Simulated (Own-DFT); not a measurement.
# Computed records: Al$_{32}$O$_{47}$ (corundum with one vacancy, atoms displaced), Al$_{31}$GaO$_{48}$ (corundum with substituted atoms, atoms displaced)

A calculation, not a measurement: plane-wave PBE density functional theory by an unreviewed code, no spin, of a simulated periodic cell, stress positive in tension, free energy of the whole cell less one offset for each atom, defect cell not probed for a lower state with spin; oxygen file: force components 24 meV/angstrom off all-electron in one glass; forces on such cells passed a denser k mesh, this cell's mesh not checked; offsets are fitted by least squares, one for each functional and potential file, so energies compare only between cells with the same atoms and settings and are not formation energies; the far tail of each file's local potential was reset to the Coulomb form; each entry is a single point on an unrelaxed cell, so the pressure reflects the starting lattice, mostly measured values, from which strain is counted, and rises with the displacements; printed positions are rounded, which can move forces by about a meV/angstrom; the program is a retired in-house code; no spin-orbit coupling; before rounding, a Quantum ESPRESSO 7.3.1 run of the same cell and cutoff gave forces within 1 meV/angstrom rms on each cell, which checks the program and not the settings. Program: Own-DFT development build.

Settings shared by all entries: functional PBE; potential files PseudoDojo norm-conserving, scalar-relativistic, standard set; wave cutoff 72 hartree; occupations Fermi-Dirac; smearing width 0.1 eV; k mesh 3 x 3 x 3 centred on Gamma.

(1) Al$_{32}$O$_{47}$ (corundum with one vacancy, atoms displaced)

```
Al32O47
1.0
      5.4940     0.0000     8.6604
     -2.7470     4.7579     8.6604
     -2.7470    -4.7579     8.6604
Al O Al O Al O Al O Al O Al O Al O Al O
4 6 4 6 4 6 4 6 4 6 4 5 4 6 4 6
Direct
  0.18760 0.16078 0.17936
  0.32487 0.31093 0.32589
  0.42415 0.42368 0.44762
  0.07560 0.08170 0.06589
  0.29996 0.45241 0.12140
  0.48544 0.11608 0.28319
  0.12191 0.28424 0.46529
  0.21561 0.01283 0.39327
  0.03417 0.37667 0.22902
  0.37188 0.19623 0.06403
  0.16959 0.17447 0.69056
  0.31515 0.32285 0.82156
  0.42932 0.40298 0.93509
  0.06711 0.08331 0.58174
  0.28482 0.48929 0.61905
  0.48147 0.11274 0.76945
  0.13046 0.26865 0.97858
  0.21713 0.01462 0.88312
  0.02211 0.39291 0.71892
  0.37227 0.22106 0.52489
  0.18650 0.67502 0.17057
  0.31652 0.82627 0.31412
  0.43799 0.92495 0.40833
  0.07551 0.56813 0.08395
  0.29820 0.96879 0.11618
  0.46123 0.63681 0.27560
  0.12324 0.77751 0.47811
  0.20729 0.51681 0.38062
  0.00679 0.87791 0.24511
  0.36318 0.72896 0.02022
  0.15736 0.65814 0.69097
  0.34089 0.81802 0.82256
  0.43179 0.92645 0.91588
  0.06627 0.57754 0.58550
  0.26910 0.98707 0.61804
  0.46115 0.63300 0.79437
  0.14545 0.78785 0.94849
  0.21678 0.53297 0.88741
  0.03071 0.86878 0.71884
  0.36510 0.74111 0.52473
  0.67938 0.18343 0.17246
  0.80653 0.33081 0.33511
  0.93187 0.41874 0.40848
  0.56504 0.08407 0.08107
  0.76951 0.46610 0.13427
  0.96971 0.12738 0.29718
  0.63715 0.26286 0.47461
  0.71795 0.02720 0.37733
  0.52388 0.37666 0.21367
  0.86360 0.21493 0.02865
  0.67323 0.16828 0.69452
  0.84638 0.31237 0.81984
  0.91494 0.42865 0.92599
  0.56795 0.08033 0.57748
  0.77509 0.48395 0.61796
  0.97053 0.11658 0.78738
  0.60825 0.29528 0.96629
  0.70966 0.02706 0.88122
  0.53846 0.37518 0.71906
  0.67080 0.68840 0.18618
  0.84125 0.80132 0.32659
  0.91427 0.93609 0.40912
  0.56158 0.59177 0.07227
  0.77575 0.97670 0.13009
  0.96067 0.60322 0.30935
  0.61167 0.79121 0.46113
  0.73184 0.53010 0.38148
  0.55872 0.85881 0.20508
  0.86279 0.71815 0.03032
  0.69145 0.66276 0.67825
  0.82230 0.82641 0.81353
  0.91647 0.91895 0.93004
  0.57896 0.57278 0.58001
  0.77912 0.97447 0.62476
  0.97584 0.62241 0.77307
  0.62128 0.78474 0.97081
  0.70994 0.53686 0.86995
  0.54544 0.86132 0.71312
  0.87690 0.72324 0.53588
```

* free energy of cell above offsets: -39.646 eV
* pressure: 14.53 GPa
* stress xx: -15.28 GPa
* stress yy: -13.51 GPa
* stress zz: -14.8 GPa
* stress yz: -0.66 GPa
* stress xz: 0.23 GPa
* stress xy: 1.82 GPa

Force:
```
element  x (eV/Å)  y (eV/Å)  z (eV/Å)
     Al     -3.95    -1.997     0.615
     Al     -0.26     0.666     1.311
     Al     2.263     2.755    -3.152
     Al    -0.552    -2.143    -0.561
      O     -3.46     0.524     0.057
      O     -0.75     0.858    -1.147
      O    -0.675    -1.542     0.137
      O     1.047     3.611    -0.687
      O     2.269      0.56     -3.75
      O       0.4     4.271    -0.802
     Al     2.929     1.194    -2.161
     Al     1.084    -0.138     1.827
     Al    -3.342     4.427    -0.003
     Al     1.553    -0.251    -1.767
      O     0.488      -3.3    -1.562
      O      -3.6     1.031     1.978
      O    -0.876     1.164    -1.257
      O    -0.731     1.738     2.536
      O     1.151    -3.849    -1.327
      O    -0.778    -0.865     2.217
     Al    -0.858    -1.581    -1.157
     Al    -1.758    -3.068     3.037
     Al    -3.565    -1.582     -0.92
     Al     0.259     1.167     0.422
      O     -1.52     1.033    -1.797
      O     1.569    -1.831    -1.029
      O    -0.113     0.319    -2.023
      O    -0.062     0.671     2.597
      O     5.883     2.987    -2.086
      O     1.631    -1.226     4.258
     Al     0.805     4.642     7.287
     Al    -0.761     3.349    -2.345
     Al      0.29    -1.279    -0.212
     Al     1.779     4.564    -2.007
      O     0.535    -0.955     1.591
      O     4.449    -1.152    -3.284
      O    -4.451    -3.723    -2.032
      O     1.863    -0.391     -2.94
      O      -2.1    -0.865     0.267
      O     2.287    -2.484    -0.964
     Al    -2.587    -2.646    -1.905
     Al     2.341     0.123      0.85
     Al    -1.849    -4.831     2.292
     Al     3.723    -1.888     1.144
      O     0.607     0.827    -0.123
      O     1.369     1.378    -1.717
      O    -3.515     0.829    -0.598
      O    -0.864     0.543     0.697
      O    -0.454      0.23      2.07
      O     3.598     2.249     3.754
     Al     2.362     2.565    -0.251
     Al    -4.114     1.694    -3.135
     Al     -1.89    -0.433     1.282
     Al     3.072     -0.14    -2.417
      O     1.144    -2.051     0.696
      O    -0.481     0.862      0.72
      O       5.1    -3.048     2.146
      O     0.127    -1.147     1.495
      O    -1.585    -1.657      -1.9
     Al     6.873      -4.9    -5.205
     Al    -4.339      0.96    -0.811
     Al    -2.477    -2.963     4.928
     Al     0.931    -1.717    -0.854
      O     1.829      0.18    -1.211
      O     2.305     5.447     1.493
      O     3.721    -2.479     2.615
      O    -0.994     0.811    -3.694
      O    -10.12     5.229     5.186
      O     2.651     0.319     2.127
     Al    -1.571     2.528    -2.001
     Al    -0.352    -0.494     1.075
     Al     0.907      -0.1     0.789
     Al    -2.426     1.754     0.515
      O     0.101     0.242    -0.713
      O    -2.217    -2.504     -0.82
      O     0.563    -0.336    -1.286
      O     1.187    -3.751     3.088
      O    -2.626     0.976     1.713
      O    -0.418     0.031    -1.201
```

(2) Al$_{31}$GaO$_{48}$ (corundum with substituted atoms, atoms displaced)

```
Al31GaO48
1.0
      5.4940     0.0000     8.6604
     -2.7470     4.7579     8.6604
     -2.7470    -4.7579     8.6604
Al O Al O Al O Al O Al O Al Ga O Al O Al O
4 6 4 6 4 6 4 6 4 6 3 1 6 4 6 4 6
Direct
  0.17658 0.17820 0.17599
  0.30977 0.33437 0.33252
  0.42570 0.42565 0.43049
  0.07908 0.06461 0.06796
  0.27360 0.47739 0.12810
  0.46799 0.12380 0.28728
  0.12406 0.27636 0.47045
  0.22856 0.01339 0.37246
  0.03350 0.37641 0.21857
  0.38884 0.21364 0.02338
  0.18169 0.16922 0.68192
  0.32112 0.33055 0.81726
  0.43257 0.42241 0.91604
  0.06910 0.07600 0.57315
  0.27874 0.47675 0.62430
  0.46260 0.13557 0.78281
  0.12223 0.27007 0.97864
  0.22950 0.02237 0.86751
  0.02723 0.37980 0.72216
  0.37954 0.22047 0.52350
  0.17854 0.67382 0.16793
  0.32519 0.82291 0.31861
  0.40967 0.92311 0.43166
  0.08172 0.56980 0.07213
  0.27592 0.98338 0.12092
  0.47023 0.63152 0.27239
  0.12994 0.77323 0.47049
  0.20995 0.52849 0.38078
  0.02307 0.86370 0.23174
  0.37475 0.71472 0.03507
  0.17423 0.67343 0.68403
  0.31686 0.82610 0.82593
  0.42932 0.92250 0.92202
  0.06700 0.58678 0.57146
  0.27179 0.98017 0.62668
  0.46812 0.63498 0.77662
  0.12168 0.77976 0.97526
  0.21439 0.52482 0.87283
  0.02716 0.87803 0.72201
  0.37484 0.72129 0.52591
  0.67265 0.17518 0.18027
  0.81797 0.32120 0.33097
  0.93907 0.41361 0.42784
  0.57712 0.06865 0.08021
  0.77876 0.47783 0.12351
  0.97483 0.11481 0.28320
  0.62677 0.26962 0.48371
  0.71746 0.02617 0.37362
  0.53155 0.36679 0.21674
  0.86872 0.21781 0.04159
  0.67524 0.18379 0.67178
  0.82210 0.31565 0.82556
  0.93067 0.42591 0.91978
  0.58126 0.07206 0.56894
  0.77568 0.47968 0.62151
  0.95773 0.13393 0.78249
  0.63400 0.27834 0.96351
  0.72188 0.02425 0.88412
  0.52314 0.37877 0.72516
  0.88065 0.22330 0.52489
  0.68315 0.66733 0.17203
  0.81137 0.83010 0.33265
  0.92909 0.92836 0.42574
  0.58315 0.58394 0.06201
  0.78185 0.97131 0.12085
  0.97507 0.62351 0.27829
  0.62775 0.78972 0.47130
  0.71593 0.52380 0.38233
  0.52492 0.87199 0.22131
  0.88369 0.72087 0.02573
  0.66633 0.69054 0.66425
  0.82411 0.82538 0.82790
  0.92310 0.93248 0.92507
  0.57031 0.57212 0.58078
  0.79155 0.96291 0.62816
  0.96947 0.63229 0.76945
  0.62643 0.77686 0.97629
  0.72358 0.53187 0.87025
  0.51939 0.87601 0.72935
  0.87631 0.71552 0.53200
```

* free energy of cell above offsets: -53.590 eV
* pressure: 10.37 GPa
* stress xx: -9.95 GPa
* stress yy: -11.3 GPa
* stress zz: -9.86 GPa
* stress yz: 0.24 GPa
* stress xz: -0.12 GPa
* stress xy: 0.29 GPa

Force:
```
element  x (eV/Å)  y (eV/Å)  z (eV/Å)
     Al      0.87     0.078     -0.76
     Al     2.384      0.09    -0.146
     Al    -0.032     1.061    -0.929
     Al    -1.388    -0.659     1.012
      O     1.724     0.332    -1.482
      O     0.193     0.259    -1.104
      O      0.68    -1.363     0.535
      O    -2.502     0.729     1.194
      O    -0.098    -0.913     -0.67
      O     -1.96     0.647     0.115
     Al    -0.877     2.242    -0.273
     Al    -0.612    -1.689    -0.177
     Al    -0.804    -1.639     1.704
     Al     1.053     -0.61      0.47
      O     0.419     0.053    -0.523
      O     1.633     -0.95    -0.696
      O     0.127     1.438     0.307
      O    -1.504    -1.034     0.895
      O      1.06    -0.909     -0.66
      O    -1.822     0.246     0.132
     Al    -1.823    -1.186     1.036
     Al     -0.03     0.254    -0.265
     Al     1.723     0.999     1.832
     Al    -1.455     0.034     0.223
      O     1.259    -0.775    -1.626
      O     0.747    -1.572    -0.886
      O    -0.414     0.482     0.177
      O     1.137    -0.029     0.719
      O     0.526     1.837     1.049
      O      0.09     1.387      0.43
     Al    -0.055     2.122    -1.144
     Al      0.37    -0.228     0.081
     Al    -0.942     0.021     1.444
     Al     0.972    -0.901    -0.554
      O     0.312    -0.481    -1.023
      O     0.257    -0.752    -1.519
      O     0.607     0.936    -0.277
      O     0.289    -1.121     1.868
      O     0.399    -0.011      0.34
      O    -0.108    -1.085      0.78
     Al     0.147     0.456    -0.839
     Al     1.388     1.083     0.177
     Al    -2.729     2.763     0.059
     Al    -0.439    -0.337    -0.037
      O     0.797    -0.893    -0.523
      O    -1.208     1.362     1.134
      O    -0.154     2.155     0.244
      O     1.208     0.034     1.064
      O    -1.874     1.025     2.318
      O      1.34     0.916     0.062
     Al     -0.21    -2.277     0.455
     Al    -1.346     2.509     2.754
     Al    -0.575    -0.327    -0.421
     Ga    -0.917    -1.126     -0.62
      O     0.266    -0.751    -0.708
      O     3.014    -0.559     -0.65
      O    -2.042    -0.802    -1.147
      O     0.489     1.505    -1.176
      O     0.807     0.527    -0.243
      O    -0.873    -0.326    -0.845
     Al    -1.243     0.117     2.079
     Al     3.807      0.74     0.004
     Al     0.904    -1.093    -1.035
     Al    -0.298    -1.931     -1.87
      O    -1.113    -0.711     0.576
      O    -0.618    -0.436    -0.829
      O    -2.375    -0.799    -2.971
      O     0.446     0.295    -0.287
      O     0.713    -0.166     0.763
      O    -0.511    -0.235    -0.905
     Al     1.336    -2.497     1.605
     Al     0.279    -0.298     0.135
     Al     0.288    -0.945    -0.375
     Al     1.125     1.414     0.059
      O    -1.095     0.918    -0.097
      O     -0.18    -1.054     0.881
      O     0.055     1.256    -0.398
      O    -0.208     0.005     0.005
      O      0.85    -0.209     0.124
      O    -1.657     1.354    -0.155
```

(3) Al$_{32}$O$_{47}$ (corundum with one vacancy, atoms displaced)

```
Al32O47
1.0
      5.4940     0.0000     8.6604
     -2.7470     4.7579     8.6604
     -2.7470    -4.7579     8.6604
Al O Al O Al O Al O Al O Al O Al O Al O
4 6 4 6 4 6 4 6 4 6 4 5 4 6 4 6
Direct
  0.18062 0.18977 0.15595
  0.34101 0.32136 0.31759
  0.42866 0.42666 0.40932
  0.07384 0.07665 0.08304
  0.27542 0.47783 0.11326
  0.46498 0.14156 0.26932
  0.13401 0.26534 0.47465
  0.20810 0.04461 0.37087
  0.04097 0.38096 0.21620
  0.38815 0.22164 0.01626
  0.16794 0.18312 0.68084
  0.31091 0.32744 0.82270
  0.41740 0.42976 0.92830
  0.07395 0.08098 0.56954
  0.27335 0.48083 0.63361
  0.47274 0.11835 0.78538
  0.12398 0.28529 0.97250
  0.22888 0.03376 0.86160
  0.02815 0.39195 0.71711
  0.36221 0.23188 0.51478
  0.15243 0.67052 0.19990
  0.31720 0.82733 0.31566
  0.43021 0.91131 0.43717
  0.07791 0.57366 0.07649
  0.27406 0.96722 0.13434
  0.48703 0.62509 0.26390
  0.12357 0.78571 0.46903
  0.21633 0.53163 0.37872
  0.03153 0.87939 0.19991
  0.38393 0.72659 0.01531
  0.17746 0.67117 0.67872
  0.34617 0.81037 0.82168
  0.42374 0.92243 0.94410
  0.07436 0.57047 0.56839
  0.28919 0.95270 0.62455
  0.46995 0.61397 0.78728
  0.12594 0.77250 0.97228
  0.23998 0.54341 0.84565
  0.04047 0.85465 0.72333
  0.38590 0.72035 0.52110
  0.65040 0.17935 0.19088
  0.83068 0.31040 0.33501
  0.94577 0.42009 0.42985
  0.57173 0.06414 0.07612
  0.77936 0.46127 0.13560
  0.97698 0.11285 0.28927
  0.63302 0.25942 0.48139
  0.72816 0.03967 0.35834
  0.52590 0.39476 0.21005
  0.87115 0.21868 0.02763
  0.68430 0.17048 0.67554
  0.82364 0.33286 0.80798
  0.93342 0.41800 0.92449
  0.58285 0.07078 0.56136
  0.77745 0.48929 0.62160
  0.96307 0.14192 0.76497
  0.60291 0.28803 0.99013
  0.72058 0.03170 0.88540
  0.51543 0.37434 0.71229
  0.67005 0.68268 0.16962
  0.82310 0.81415 0.32561
  0.94732 0.91696 0.42166
  0.58425 0.57097 0.06509
  0.78724 0.96730 0.14286
  0.96746 0.62928 0.27433
  0.62295 0.78977 0.45639
  0.71110 0.53732 0.37872
  0.53517 0.87013 0.22556
  0.88061 0.71461 0.04330
  0.67759 0.66770 0.67968
  0.81692 0.81717 0.84058
  0.93153 0.92536 0.91939
  0.56933 0.56697 0.57940
  0.75840 0.98783 0.63192
  0.95787 0.63714 0.77863
  0.62025 0.79273 0.97344
  0.71983 0.53828 0.86578
  0.52263 0.86926 0.72220
  0.86084 0.73670 0.52949
```

- free energy of cell above offsets: -44.717 eV
- pressure: 12.87 GPa
- stress xx: -13.83 GPa
- stress yy: -13.07 GPa
- stress zz: -11.7 GPa
- stress yz: 0.63 GPa
- stress xz: 0.13 GPa
- stress xy: 0.24 GPa

Force:
```
element  x (eV/Å)  y (eV/Å)  z (eV/Å)
     Al    -0.421     -2.63      2.94
     Al    -2.785     1.508    -2.826
     Al    -0.231    -1.192     3.645
     Al    -0.051     0.482    -3.574
      O    -1.323    -2.364     2.453
      O     0.508    -2.788    -1.679
      O    -0.529     1.475     1.347
      O     1.882    -0.262    -0.483
      O    -0.292    -1.499    -1.632
      O    -2.201    -0.513    -1.566
     Al     1.381    -0.602    -0.475
     Al      3.89     0.573     2.075
     Al     1.574    -0.223    -1.125
     Al     0.751    -1.052    -1.519
      O      1.04     1.838    -4.093
      O    -1.553      0.04    -0.561
      O    -0.427    -1.076    -0.792
      O     -1.69    -0.903     1.193
      O     0.727    -2.519    -2.294
      O     1.501    -1.065     2.975
     Al     3.234     3.771    -0.251
     Al     0.756    -2.586     3.445
     Al     -1.09     2.277    -1.602
     Al      0.56     2.196    -0.538
      O    -0.273     2.506    -0.719
      O    -2.612    -0.714    -1.078
      O     2.086    -1.819    -0.092
      O     0.796     0.489    -0.524
      O    -0.625    -1.814     2.501
      O    -0.805    -2.045     0.891
     Al     0.687     2.313    -0.692
     Al    -3.384      0.44    -1.267
     Al     0.699      2.74    -2.434
     Al    -2.102     1.167      3.08
      O    -2.414     0.307     0.912
      O     1.866     1.566     0.328
      O      0.17     0.828     0.752
      O    -1.917    -5.142     1.143
      O    -3.658     2.327     1.901
      O    -1.631     0.262    -1.759
     Al     4.785     1.582     0.274
     Al    -1.509     0.957     0.805
     Al    -1.682     1.121    -2.658
     Al    -0.866     0.292     2.542
      O     1.029     1.354    -0.505
      O     0.262     2.402     0.316
      O    -1.394     3.246    -0.988
      O     -1.24    -1.932      1.17
      O    -0.348    -2.768    -1.606
      O     0.651      1.48     1.437
     Al    -1.596     0.464      0.11
     Al    -2.591    -3.117     1.291
     Al    -2.532     0.684    -0.197
     Al    -0.815      -1.6     0.387
      O     1.982    -0.326    -1.976
      O     0.975    -1.257    -0.007
      O     2.879      1.43    -0.044
      O     2.212     0.425    -0.879
      O     1.762    -0.181     2.296
     Al     1.036    -2.615     2.134
     Al    -1.845     0.837     1.719
     Al    -4.501     0.553    -2.339
     Al    -0.616     1.529     0.504
      O    -0.086     3.808    -4.031
      O     0.416    -2.419     0.614
      O     1.181    -2.824     1.705
      O     2.005    -0.749    -0.348
      O    -1.218     1.075    -0.783
      O    -1.268     1.593    -2.229
     Al    -1.947     2.739     0.541
     Al     1.628     2.552     0.588
     Al    -0.359    -1.294     1.334
     Al     0.249     0.367    -0.653
      O     3.958    -2.438    -0.221
      O      1.28     -1.45    -0.759
      O     0.769    -1.489    -0.337
      O      0.71    -2.026     1.007
      O     2.111     1.658     1.456
      O     2.438     0.041     0.324
```
